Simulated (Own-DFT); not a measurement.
# Point defects and the pressure they add: zincblende GaAs

Calculated, not measured: single-point runs of Own-DFT, a retired in-house plane-wave DFT program that no person has reviewed, on unrelaxed cells, without spin or spin-orbit coupling.

Method: PBE; PseudoDojo norm-conserving scalar-relativistic files; cutoff 42 hartree; 3 x 3 x 3 k mesh centred on Gamma; Fermi-Dirac smearing of 0.1 eV.

Known weak points (not all hold for every row): not probed for a lower state with spin; forces not confirmed at this smearing and k mesh; stress not checked against mesh or cutoff.

All runs share one cell, with vectors in Å (11.737, 0.000, 0.000); (0.000, 11.737, 0.000); (0.000, 0.000, 10.919) and a volume of 1504.3 Å³, strained against the parent crystal. Atoms were moved at random from their sites; u is the rms move along one axis. The defect's site can differ from row to row.

```
cell,formula,u (Å),P (GPa)
no defect,As32Ga32,0.0279,0.71
no defect,As32Ga32,0.0452,0.95
no defect,As32Ga32,0.0509,1.12
one Al on a Ga site,AlAs32Ga31,0.0273,0.68
one Al on a Ga site,AlAs32Ga31,0.0315,0.77
one Al on a Ga site,AlAs32Ga31,0.0464,0.95
one As vacancy and one Ga vacancy,As31Ga31,0.0290,0.50
one As vacancy and one Ga vacancy,As31Ga31,0.0328,?
one As vacancy and one Ga vacancy,As31Ga31,0.0498,0.65
one As vacancy and one Ga vacancy,As31Ga31,0.0506,0.78
one P on an As site,As31Ga32P,0.0307,0.52
one P on an As site,As31Ga32P,0.0486,0.79
one P on an As site,As31Ga32P,0.0500,0.87
one In on a Ga site,As32Ga31In,0.0291,1.32
one In on a Ga site,As32Ga31In,0.0300,1.33
one In on a Ga site,As32Ga31In,0.0522,1.73
```

## Worked fit

P = P0 + c u² + a shift for each defect gives P0 = 0.58 GPa, c = 192 ± 17 GPa/Å² and a scatter of 0.05 GPa. The shifts, and each times the cell's volume:

- one In on a Ga site: 0.59 ± 0.04 GPa, 5.6 eV
- one Al on a Ga site: -0.03 ± 0.04 GPa, -0.3 eV (not resolved)
- one P on an As site: -0.23 ± 0.04 GPa, -2.1 eV
- one As vacancy and one Ga vacancy: -0.32 ± 0.04 GPa, -3.0 eV

Positive is outwards. The product with the volume (160.2 GPa Å³ to the eV) is nearly free of the cell's size; divided by the bulk modulus at the cell's pressure it gives the volume that the defect adds. The atoms around the defects weren't relaxed, which would change these numbers.

## Prediction

Asked: what pressure belongs in the blank (one As vacancy and one Ga vacancy, u = 0.0328 Å)?

The fit gives 0.47 ± 0.06 GPa. The calculation gave 0.47 GPa.
